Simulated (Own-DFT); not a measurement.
# Computed records: Hf36O71 (tetragonal hafnia with one neutral oxygen vacancy, atoms displaced)

All values are calculated (Own-DFT development build). A calculation, not a measurement: plane-wave PBE and HSE06 DFT by an unreviewed code, no spin, of a simulated cell at Gamma alone, so results move with cell size and shape, stress positive in tension, energies less offsets, not probed for a lower state with spin; hafnium file: forces about 75 meV/angstrom off all-electron values; oxygen file: force components 24 meV/angstrom off all-electron in a glass; k mesh not checked against a denser one; forces and stress are PBE's, HSE06 gives the energy alone, and its difference from PBE has offsets of its own; offsets are fitted by least squares, one for each functional and potential file, so energies compare only between cells with the same atoms and settings and are not formation energies; the far tail of each file's local potential was reset to the Coulomb form; each entry is a single point on an unrelaxed cell, so the pressure reflects the starting lattice, taken from the Materials Project, from which strain is counted, and rises with the displacements; printed positions are rounded, which can move forces by about a meV/angstrom; the program is a retired in-house code; no spin-orbit coupling.

Common to all runs: first functional PBE; second functional HSE06; exact exchange share 0.25; screening 0.11 1/bohr; exchange divergence Gygi-Baldereschi; potential files PseudoDojo norm-conserving, scalar-relativistic, made for PBE, standard set; wave cutoff 48 hartree; occupations fixed; k mesh 1 x 1 x 1 centred on Gamma.

(1) Hf36O71 (tetragonal hafnia with one neutral oxygen vacancy, atoms displaced)

```
Hf36O71
1.0
     10.7800     0.0000     0.0000
      0.0000    10.7800     0.0000
      0.0000     0.0000    10.4493
Hf O Hf O Hf O Hf O Hf O Hf O Hf O Hf O Hf O Hf O Hf O Hf O Hf O Hf O Hf O Hf O Hf O Hf O
2 4 2 4 2 4 2 4 2 4 2 4 2 4 2 4 2 3 2 4 2 4 2 4 2 4 2 4 2 4 2 4 2 4 2 4
Direct
  0.99930 0.00071 0.00303
  0.16372 0.16511 0.25056
  0.99640 0.16884 0.15545
  0.17040 0.00127 0.34538
  0.00317 0.17166 0.39797
  0.16942 0.00071 0.09517
  0.99929 0.99857 0.50202
  0.16885 0.16079 0.74866
  0.00178 0.16692 0.65571
  0.16853 0.00186 0.85273
  0.00289 0.16741 0.89547
  0.16720 0.99863 0.59994
  0.99986 0.32726 0.00293
  0.16841 0.49641 0.24979
  0.00166 0.49662 0.15329
  0.16794 0.33338 0.35043
  0.99890 0.49695 0.39606
  0.16943 0.33494 0.09493
  0.00513 0.33115 0.49681
  0.16689 0.49848 0.74839
  0.99930 0.49955 0.65012
  0.16360 0.33907 0.84882
  0.99992 0.50490 0.89948
  0.16538 0.33185 0.59476
  0.99987 0.67179 0.00121
  0.17106 0.83275 0.24896
  0.00090 0.83337 0.15019
  0.16195 0.66334 0.34612
  0.99481 0.83459 0.40593
  0.16801 0.66663 0.09754
  0.99884 0.66148 0.49742
  0.16426 0.83426 0.75026
  0.99301 0.83504 0.65146
  0.16806 0.66495 0.85166
  0.00071 0.83095 0.89927
  0.16833 0.66271 0.59655
  0.33546 0.99648 0.00092
  0.50071 0.16647 0.24861
  0.33946 0.16583 0.15385
  0.50324 0.99606 0.35214
  0.33413 0.16650 0.40243
  0.49917 0.99903 0.09595
  0.33444 0.00012 0.50585
  0.50247 0.17080 0.74637
  0.33363 0.16487 0.65059
  0.49955 0.99907 0.84508
  0.33394 0.16440 0.90517
  0.49531 0.99991 0.60206
  0.33493 0.33551 0.99743
  0.49594 0.49583 0.25169
  0.33459 0.50550 0.14799
  0.50210 0.33632 0.34196
  0.50045 0.33596 0.09864
  0.33131 0.33137 0.49995
  0.50328 0.50096 0.74971
  0.33152 0.50443 0.64804
  0.50010 0.33337 0.84859
  0.33164 0.50053 0.90498
  0.50223 0.33380 0.59575
  0.33223 0.66786 0.00167
  0.49500 0.83596 0.24853
  0.33449 0.83462 0.15030
  0.49686 0.66712 0.34342
  0.33002 0.83206 0.39797
  0.49861 0.67149 0.09737
  0.32968 0.66395 0.50089
  0.50224 0.83853 0.74803
  0.33277 0.82860 0.65319
  0.49556 0.67037 0.84641
  0.33072 0.83617 0.90013
  0.50041 0.66612 0.59916
  0.66679 0.00271 0.99996
  0.83037 0.16897 0.24503
  0.66679 0.16425 0.14873
  0.83415 0.99910 0.34729
  0.66890 0.16266 0.40665
  0.84109 0.00061 0.10073
  0.66916 0.99853 0.50117
  0.83477 0.16925 0.75363
  0.66584 0.16693 0.65456
  0.83101 0.99386 0.84587
  0.66975 0.16653 0.90371
  0.83128 0.99909 0.59368
  0.66618 0.33346 0.00159
  0.83151 0.49855 0.24942
  0.66358 0.49849 0.15099
  0.83066 0.32957 0.34419
  0.66707 0.50055 0.40217
  0.83301 0.33521 0.09393
  0.66365 0.33354 0.50152
  0.83322 0.49888 0.75096
  0.66825 0.50137 0.65459
  0.83590 0.33500 0.84270
  0.66435 0.50066 0.89846
  0.83314 0.33320 0.59537
  0.66905 0.66861 0.00007
  0.83394 0.83677 0.25285
  0.67072 0.83156 0.14872
  0.83331 0.66611 0.35080
  0.66587 0.83718 0.40315
  0.83507 0.66842 0.09713
  0.66587 0.66699 0.49797
  0.83031 0.84003 0.75085
  0.66689 0.83016 0.65413
  0.83095 0.66308 0.85098
  0.66855 0.83417 0.90024
  0.83385 0.66776 0.59863
```

* PBE energy of cell above offsets: -100.896 eV
* HSE06 less PBE above offsets: -0.143 eV
* PBE pressure: 0.74 GPa
* PBE stress xx: -1.06 GPa
* PBE stress yy: 0.15 GPa
* PBE stress zz: -1.29 GPa
* PBE stress yz: -0.48 GPa
* PBE stress xz: 0.04 GPa
* PBE stress xy: 0.04 GPa

Force:
```csv
element,x (eV/Å),y (eV/Å),z (eV/Å)
Hf,1.071,-0.78,-0.846
Hf,1.004,0.089,-0.057
O,0.85,0.162,-1.046
O,-0.488,-0.221,0.179
O,0.127,-1.342,0.364
O,-0.78,0.268,0.609
Hf,-0.19,-0.001,-0.408
Hf,-0.161,0.935,0.95
O,-0.347,-0.333,-0.585
O,-0.359,-0.477,-0.806
O,-0.595,-0.591,1.119
O,-0.251,0.08,0.067
Hf,0.872,2.111,-1.113
Hf,-0.416,0.556,-0.529
O,-0.432,-0.13,-0.014
O,0.597,-0.11,-0.291
O,-0.106,-0.164,0.546
O,-0.228,-0.512,0.546
Hf,-1.221,0.858,0.421
Hf,-0.681,0.86,0.66
O,0.259,0.017,-0.244
O,0.364,-1.527,-0.455
O,-0.176,-0.935,0.765
O,0.787,-0.056,0.363
Hf,0.147,-1.317,-0.524
Hf,-0.467,-0.318,0.156
O,0.27,0.225,0.43
O,0.511,0.266,0.103
O,0.52,-0.103,-0.248
O,-0.274,0.37,0.439
Hf,-0.476,0.052,0.422
Hf,0.135,-0.693,0.523
O,1.41,0.359,0.1
O,0.081,0.561,-0.924
O,0.071,1.173,0.242
O,-0.999,0.534,-0.041
Hf,-0.345,0.508,-0.771
Hf,-0.375,-0.508,0.57
O,-0.971,0.1,0.301
O,-0.422,0.983,-0.512
O,0.223,-0.044,0.242
O,0.854,-0.045,0.387
Hf,-0.003,-0.434,-1.118
Hf,-0.642,-0.758,0.771
O,0.135,0.259,0.101
O,0.447,1.075,0.516
O,-0.061,0.58,-0.344
O,1.082,-0.055,-0.286
Hf,-0.172,-0.346,-0.092
Hf,0.479,1.738,-0.878
O,-0.245,-0.513,1.044
O,-0.274,-1.333,1.09
O,0.05,-0.33,-0.206
Hf,-0.092,0.719,-0.322
Hf,-0.346,1.254,0.271
O,0.65,-0.719,-0.036
O,-0.012,-0.132,-0.253
O,0.379,-0.129,-0.503
O,-0.976,-0.16,0.317
Hf,0.424,-0.09,-0.84
Hf,1.257,-0.907,0.106
O,-0.588,0.194,-0.159
O,-0.139,-0.241,0.441
O,-0.087,0.212,0.472
O,0.42,0.082,-0.339
Hf,0.963,-0.203,-0.135
Hf,-0.617,-1.29,0.317
O,-0.285,0.426,-0.276
O,0.232,-0.448,-0.167
O,-0.074,-0.228,0.275
O,-0.095,-0.154,-0.759
Hf,0.055,-1.239,0.045
Hf,-0.064,-0.534,1.322
O,-0.187,0.033,0.071
O,0.064,1.027,0.038
O,-0.326,0.782,-0.439
O,-1.449,0.231,-0.414
Hf,-1.015,-0.036,-0.293
Hf,0.087,0.044,-0.766
O,0.413,-0.042,0.058
O,0.26,2.465,0.921
O,0.127,0.182,-0.207
O,0.58,0.267,0.703
Hf,-0.514,1.097,-0.428
Hf,0.289,0.472,0.019
O,0.558,0.022,0.072
O,-0.186,0.473,-0.212
O,-0.005,-0.271,0.112
O,-0.245,-0.406,0.232
Hf,1.478,0.122,-0.512
Hf,0.763,1.246,-0.168
O,-0.461,-0.294,-0.53
O,-0.171,-0.766,0.84
O,-0.167,-0.529,0.579
O,0.016,-0.355,-0.194
Hf,-0.3,0.016,-0.096
Hf,-0.024,-1.018,-0.311
O,-0.456,0.53,0.555
O,-0.025,0.042,-0.53
O,0.253,-0.883,-0.094
O,-0.22,-0.342,0.455
Hf,0.333,0.112,0.466
Hf,0.128,-2.946,-0.361
O,-0.142,0.529,-0.556
O,-0.168,0.979,-0.359
O,-0.241,0.36,0.371
O,-0.238,-0.295,-0.49
```

(2) Hf36O71 (tetragonal hafnia with one neutral oxygen vacancy, atoms displaced)

```
Hf36O71
1.0
     10.7800     0.0000     0.0000
      0.0000    10.7800     0.0000
      0.0000     0.0000    10.4493
Hf O Hf O Hf O Hf O Hf O Hf O Hf O Hf O Hf O Hf O Hf O Hf O Hf O Hf O Hf O Hf O Hf O Hf O
2 4 2 4 2 4 2 4 2 4 2 4 2 3 2 4 2 4 2 4 2 4 2 4 2 4 2 4 2 4 2 4 2 4 2 4
Direct
  0.00079 0.01019 0.00651
  0.17396 0.15874 0.24050
  0.00076 0.17323 0.14651
  0.16784 0.00112 0.34211
  0.00524 0.17468 0.40075
  0.18278 0.99179 0.11089
  0.99583 0.00451 0.49678
  0.17620 0.17147 0.74536
  0.01314 0.15676 0.65101
  0.16543 0.99897 0.84976
  0.00274 0.17314 0.89638
  0.16930 0.01108 0.59109
  0.99306 0.33500 0.00233
  0.15277 0.49788 0.26321
  0.99955 0.49574 0.16304
  0.17181 0.34233 0.34328
  0.00941 0.48596 0.39584
  0.16589 0.34048 0.08157
  0.99268 0.33763 0.48885
  0.15636 0.50230 0.75911
  0.00167 0.48887 0.64883
  0.16571 0.31900 0.84890
  0.99563 0.51048 0.89891
  0.18200 0.32945 0.60363
  0.99589 0.67647 0.98943
  0.17020 0.83152 0.25940
  0.00278 0.83523 0.14361
  0.17757 0.66389 0.35437
  0.00439 0.83153 0.39731
  0.15602 0.67250 0.09770
  0.99786 0.66837 0.49546
  0.15738 0.81903 0.74189
  0.00017 0.83365 0.64104
  0.16042 0.66040 0.84160
  0.99310 0.83279 0.88938
  0.17174 0.67594 0.59486
  0.32958 0.99583 0.99935
  0.50552 0.17191 0.26074
  0.34842 0.15368 0.15414
  0.31955 0.16101 0.40128
  0.50518 0.01020 0.08899
  0.33731 0.00101 0.50868
  0.50194 0.16611 0.75114
  0.33142 0.16525 0.64717
  0.50936 0.01871 0.85286
  0.33172 0.16897 0.90334
  0.48499 0.99753 0.60386
  0.33363 0.32833 0.00440
  0.51142 0.50378 0.25483
  0.33398 0.49011 0.14931
  0.49452 0.33697 0.35499
  0.34724 0.50524 0.40592
  0.49827 0.33508 0.10072
  0.35052 0.33317 0.49708
  0.49404 0.49738 0.74803
  0.32427 0.50127 0.64497
  0.49618 0.32975 0.85126
  0.33666 0.50455 0.90826
  0.49586 0.34290 0.59345
  0.32792 0.66613 0.99767
  0.49571 0.82128 0.24780
  0.33448 0.84326 0.15383
  0.51316 0.66204 0.34945
  0.35601 0.84753 0.40414
  0.49250 0.65911 0.09678
  0.34248 0.65710 0.49780
  0.50315 0.83549 0.75198
  0.32615 0.83882 0.64183
  0.50516 0.66701 0.84569
  0.33590 0.83052 0.90277
  0.50980 0.66783 0.60105
  0.66224 0.00392 0.99433
  0.82969 0.15450 0.25202
  0.66899 0.16735 0.14598
  0.84611 0.00872 0.36315
  0.66363 0.16207 0.40121
  0.81870 0.00306 0.09447
  0.67007 0.99256 0.48776
  0.83613 0.15686 0.75002
  0.68165 0.17202 0.64421
  0.84310 0.00186 0.85994
  0.66129 0.16219 0.90821
  0.84191 0.99512 0.60148
  0.66886 0.33650 0.00436
  0.83704 0.48721 0.24105
  0.66909 0.48964 0.14463
  0.83548 0.33765 0.34378
  0.65391 0.49129 0.41358
  0.83413 0.31670 0.09876
  0.65833 0.31864 0.50527
  0.83130 0.50567 0.75105
  0.67325 0.48592 0.66158
  0.83727 0.32058 0.83967
  0.65702 0.49911 0.90200
  0.83390 0.33226 0.58675
  0.66457 0.66952 0.00746
  0.83143 0.83067 0.25696
  0.68583 0.82689 0.14511
  0.83926 0.65494 0.33466
  0.66489 0.83416 0.40215
  0.84181 0.66387 0.10183
  0.65441 0.67382 0.50800
  0.83244 0.83553 0.75078
  0.66575 0.83538 0.63440
  0.83472 0.66754 0.84056
  0.65827 0.83276 0.89958
  0.83394 0.68779 0.58806
```

* PBE energy of cell above offsets: -89.496 eV
* HSE06 less PBE above offsets: 0.487 eV
* PBE pressure: 4.28 GPa
* PBE stress xx: -3.24 GPa
* PBE stress yy: -5.41 GPa
* PBE stress zz: -4.19 GPa
* PBE stress yz: 0.34 GPa
* PBE stress xz: -0.07 GPa
* PBE stress xy: 0.29 GPa

Force:
```csv
element,x (eV/Å),y (eV/Å),z (eV/Å)
Hf,0.195,-0.215,-1.362
Hf,0.658,0.931,1.623
O,0.257,-1.617,0.337
O,-0.875,-0.871,0.332
O,-0.257,-1.27,-0.915
O,-2.997,1.357,-1.047
Hf,3.329,1.174,1.505
Hf,-1.404,-1.35,-0.524
O,-2.917,0.287,-0.017
O,0.05,-0.914,0.438
O,-0.557,-1.192,1.698
O,-0.652,-1.331,-0.255
Hf,1.709,-0.85,-1.738
Hf,3.353,0.457,-2.904
O,-0.332,-0.698,-2.241
O,0.721,-2.714,0.036
O,-0.828,4.584,0.22
O,-0.737,-0.8,1.524
Hf,1.709,-2.739,3.294
Hf,1.06,-4.671,-2.133
O,-0.824,1.409,0.093
O,-0.068,4.405,0.405
O,-0.08,-1.848,0.341
O,-1.253,0.378,-1.225
Hf,0.298,0.292,1.978
Hf,-0.868,0.608,-1.587
O,-0.869,1.135,1.089
O,0.031,0.741,0.248
O,-0.279,-0.325,-0.183
O,1.378,-0.09,-0.586
Hf,0.646,-0.035,0.249
Hf,1.326,3.135,-0.581
O,-0.224,-0.451,0.574
O,0.45,1.982,1.561
O,0.319,0.524,0.107
O,-1.19,-0.674,-0.182
Hf,0.99,1.26,-0.543
Hf,-0.123,-1.404,-2.266
O,-1.784,1.226,0.123
O,1.72,1.085,-0.446
O,-0.604,-1.674,1.072
Hf,-3.485,0.779,-0.988
Hf,-0.64,0.845,-0.171
O,3.455,0.308,0.29
O,-0.901,-3.834,-1.15
O,0.321,-1.421,-0.133
O,5.266,0.333,0.879
Hf,0.404,1.388,-0.223
Hf,-2.193,-2.329,-1.347
O,-0.122,1.044,1.664
O,0.572,-1.413,-0.632
O,0.309,-1.044,-0.892
O,1.322,-0.391,0.285
Hf,-6.513,-0.6,-0.766
Hf,0.205,-0.288,1.356
O,1.551,1.176,1.116
O,0.153,0.691,-1.076
O,-0.227,-0.727,-1.496
O,2.415,-0.419,2.83
Hf,-0.653,-0.918,1.329
Hf,0.209,2.67,-0.204
O,0.835,-1.454,0.349
O,-0.27,1.68,0.502
O,0.53,-2.665,-1.773
O,1.485,0.952,0.801
Hf,-2.03,2.021,1.345
Hf,-1.274,0.679,-0.14
O,1.075,-0.983,2.07
O,-0.342,0.092,-0.483
O,0.504,-0.057,-0.605
O,-3.414,-0.402,1.768
Hf,-0.408,-0.289,0.816
Hf,0.438,2.694,-1.939
O,-0.641,0.474,2.09
O,-1.482,-2.262,-0.861
O,-0.08,-0.024,-0.944
O,3.346,0.43,2.06
Hf,-0.854,0.998,2.437
Hf,2.71,0.868,-0.323
O,-2.948,-0.731,0.543
O,-0.71,-0.866,-1.095
O,0.951,2.506,-1.571
O,-1.911,-0.054,0.523
Hf,-1.478,-1.249,-0.795
Hf,-0.877,1.51,0.542
O,0.421,0.828,0.659
O,-0.478,-2.269,0.231
O,0.284,0.94,-0.287
O,-0.435,1.511,-0.11
Hf,2.839,2.645,-0.019
Hf,0.821,-2.905,-0.307
O,-1.504,0.987,-0.459
O,-0.527,2.713,0.748
O,1.101,0.499,0.524
O,-0.27,-0.041,0.018
Hf,0.338,-0.476,-0.895
Hf,2.095,-1.102,-1.344
O,-3.018,-0.846,0.545
O,0.07,0.949,1.29
O,0.56,-0.929,-1.845
O,-1.144,-0.288,-1.629
Hf,4.253,-1.916,-2.521
Hf,0.971,0.751,-0.84
O,-0.571,0.716,2.095
O,-0.827,0.707,0.493
O,0.337,-0.068,-0.85
O,-0.392,-1.358,0.393
```

(3) Hf36O71 (tetragonal hafnia with one neutral oxygen vacancy, atoms displaced)

```
Hf36O71
1.0
     10.7800     0.0000     0.0000
      0.0000    10.7800     0.0000
      0.0000     0.0000    10.4493
Hf O Hf O Hf O Hf O Hf O Hf O Hf O Hf O Hf O Hf O Hf O Hf O Hf O Hf O Hf O Hf O Hf O Hf O
2 4 2 4 2 4 2 4 2 4 2 4 2 4 2 4 2 4 2 4 2 4 2 4 2 3 2 4 2 4 2 4 2 4 2 4
Direct
  0.00260 0.99770 0.00234
  0.16336 0.16397 0.25308
  0.99985 0.16730 0.15485
  0.16714 0.99475 0.34933
  0.99738 0.16988 0.39970
  0.17116 0.99327 0.09314
  0.00210 0.99842 0.50499
  0.16916 0.16185 0.74586
  0.99817 0.17105 0.65422
  0.16506 0.00481 0.84788
  0.00110 0.16604 0.89990
  0.16546 0.99610 0.59437
  0.00090 0.33398 0.00474
  0.16571 0.50385 0.24791
  0.00032 0.50219 0.14772
  0.16615 0.33480 0.34302
  0.00225 0.50041 0.40357
  0.16215 0.33578 0.09356
  0.00072 0.33252 0.49861
  0.16897 0.50242 0.74708
  0.00145 0.50050 0.65046
  0.16455 0.33111 0.84905
  0.00227 0.49686 0.90695
  0.16754 0.32650 0.60077
  0.00281 0.66609 0.99512
  0.16505 0.83506 0.25026
  0.00587 0.83234 0.15498
  0.16691 0.66492 0.34610
  0.99729 0.83401 0.40030
  0.16871 0.66600 0.09913
  0.00331 0.67053 0.50312
  0.16532 0.83511 0.74667
  0.99839 0.83253 0.65421
  0.16868 0.66433 0.84676
  0.00180 0.83422 0.90279
  0.16613 0.67031 0.59728
  0.33339 0.00175 0.99975
  0.50438 0.16271 0.24755
  0.33239 0.16900 0.15310
  0.49891 0.99865 0.34338
  0.33276 0.16773 0.40051
  0.49631 0.00045 0.09537
  0.33428 0.00122 0.49872
  0.50365 0.16403 0.74992
  0.33002 0.16475 0.64754
  0.49759 0.99659 0.84494
  0.33000 0.16664 0.90064
  0.50102 0.00382 0.59618
  0.32832 0.33531 0.99965
  0.50328 0.49788 0.24744
  0.33147 0.49950 0.15319
  0.49715 0.33350 0.34805
  0.33417 0.50000 0.40206
  0.49969 0.33703 0.10038
  0.33427 0.33490 0.49771
  0.49960 0.49445 0.75011
  0.33132 0.49979 0.65011
  0.49838 0.34038 0.84576
  0.33346 0.50023 0.90194
  0.50175 0.33444 0.59787
  0.33391 0.66767 0.00338
  0.50228 0.82866 0.24859
  0.33391 0.83560 0.15402
  0.50446 0.66646 0.34426
  0.33253 0.83266 0.40125
  0.50267 0.66943 0.09399
  0.33191 0.66744 0.50111
  0.49885 0.83862 0.74800
  0.33588 0.84423 0.65175
  0.49616 0.66811 0.84317
  0.33640 0.83596 0.90167
  0.49840 0.67309 0.59488
  0.66823 0.00142 0.99790
  0.83160 0.16622 0.25078
  0.66431 0.16394 0.14919
  0.83534 0.99929 0.34643
  0.66508 0.16993 0.39867
  0.66936 0.00300 0.49842
  0.83510 0.16801 0.74920
  0.66831 0.16710 0.64804
  0.83204 0.00221 0.84625
  0.65784 0.16380 0.89974
  0.83250 0.99727 0.59658
  0.66882 0.33396 0.99922
  0.83681 0.50249 0.25008
  0.67202 0.49838 0.15382
  0.83298 0.33453 0.34621
  0.66821 0.49693 0.39884
  0.83350 0.33593 0.09425
  0.66837 0.32841 0.50123
  0.83729 0.50439 0.75553
  0.66818 0.50240 0.64940
  0.82891 0.33384 0.84641
  0.67089 0.50002 0.90488
  0.83163 0.33825 0.59125
  0.66775 0.66699 0.00056
  0.83037 0.83827 0.24972
  0.66814 0.83489 0.15357
  0.83527 0.66950 0.34665
  0.66854 0.83677 0.40275
  0.83346 0.66847 0.09814
  0.66533 0.66620 0.50312
  0.83357 0.83577 0.74812
  0.67097 0.83386 0.65497
  0.83594 0.66787 0.84701
  0.66234 0.83530 0.90112
  0.83339 0.66845 0.59699
```

* PBE energy of cell above offsets: -101.184 eV
* HSE06 less PBE above offsets: -0.154 eV
* PBE pressure: 0.95 GPa
* PBE stress xx: -1.28 GPa
* PBE stress yy: 0.12 GPa
* PBE stress zz: -1.69 GPa
* PBE stress yz: 0.04 GPa
* PBE stress xz: -0.21 GPa
* PBE stress xy: 0.01 GPa

Force:
```csv
element,x (eV/Å),y (eV/Å),z (eV/Å)
Hf,-0.319,0.71,-0.364
Hf,1.13,0.558,0.016
O,-0.302,-0.666,-0.355
O,-0.275,1.301,0.057
O,0.33,-1.178,0.508
O,-1.092,0.49,0.747
Hf,-0.673,0.223,-1.417
Hf,-0.251,1.886,0.867
O,-0.035,-0.613,-0.64
O,-0.035,-1.583,-0.45
O,-0.553,-0.2,0.858
O,-0.078,0.136,0.666
Hf,-0.079,-0.737,-1.289
Hf,-0.07,-0.451,0.145
O,0.026,0.016,0.471
O,-0.027,-0.363,0.221
O,-0.055,0.263,-0.009
O,0.857,-0.155,0.779
Hf,0.128,0.671,0.161
Hf,-0.258,-1.541,0.738
O,0.08,0.214,0.573
O,0.363,0.462,-0.598
O,-0.433,0.691,-0.913
O,-0.127,0.517,-0.881
Hf,-0.281,-0.134,1.115
Hf,1.06,-0.794,0.005
O,-1.587,0.579,-0.638
O,-0.081,0.673,0.468
O,0.399,0.303,0.882
O,-0.367,0.022,-0.438
Hf,-1.395,-0.828,-1.215
Hf,0.987,0.14,1.052
O,0.482,0.239,-0.463
O,-0.338,0.892,-0.118
O,0.113,0.095,-0.168
O,0.579,0.297,0.531
Hf,0.385,-0.124,-0.28
Hf,-1.651,0.75,0.167
O,-0.325,-0.039,0.019
O,0.137,-0.033,0.409
O,-0.253,-0.342,0.254
O,1.085,0.162,-0.134
Hf,0.397,-0.049,-0.435
Hf,-0.829,0.354,-0.133
O,1.184,-0.314,0.336
O,0.065,1.418,0.084
O,0.586,0.348,-0.066
O,0.541,0.093,-0.095
Hf,0.24,-0.35,0.024
Hf,0.059,-0.628,0.508
O,0.468,0.186,-0.234
O,0.071,-0.308,-0.218
O,-0.05,0.565,0.201
O,0.314,-0.055,-0.733
Hf,0,-0.321,-0.081
Hf,0.226,1.819,-0.646
O,0.359,0.137,-0.06
O,0.22,-2.021,0.526
O,-0.172,0.193,0.16
O,-0.417,-0.16,0.175
Hf,0.249,0.226,-0.893
Hf,-0.671,0.612,0.13
O,0.141,-0.556,-0.067
O,-0.078,-0.219,0.141
O,0.163,-0.156,0.488
O,-0.156,-0.179,0.429
Hf,0.623,-0.153,-0.835
Hf,0.396,-1.591,0.29
O,-1.063,-0.388,-0.086
O,0.265,-0.421,-0.018
O,-0.581,-0.481,0.148
O,-0.158,-0.038,-0.21
Hf,-0.124,-0.567,0.419
Hf,0.285,0.573,-0.084
O,1.204,-0.284,-0.235
O,-0.286,0.975,-0.248
O,0.209,-1.078,-0.246
Hf,-0.625,-0.532,-0.137
Hf,0.264,0.38,0.397
O,0.099,-0.052,0.264
O,-0.107,-0.137,0.443
O,0.064,0.62,-0.084
O,0.558,0.252,0.096
Hf,-0.451,0.183,0.185
Hf,-0.282,0.319,0.499
O,-0.668,0.205,-0.448
O,0.193,-0.332,-0.384
O,-0.217,0.468,0.616
O,-0.246,-0.466,0.467
Hf,-0.345,1.802,-0.556
Hf,-0.645,-0.713,-1.245
O,-0.118,0.236,0.792
O,-0.077,-0.284,-0.227
O,-0.146,0.34,-0.205
O,0.737,-0.463,0.678
Hf,0.254,0.255,-0.381
Hf,0.853,-1.437,0.048
O,-0.072,0.484,-0.489
O,-0.135,-0.225,-0.062
O,-0.065,-0.174,0.193
O,0.331,0.072,-0.523
Hf,0.332,-0.611,-0.72
Hf,-0.655,-0.262,0.479
O,-0.757,0.14,-0.393
O,0.149,0.428,0.278
O,0.484,-0.222,0.475
O,0.42,0.043,0.171
```
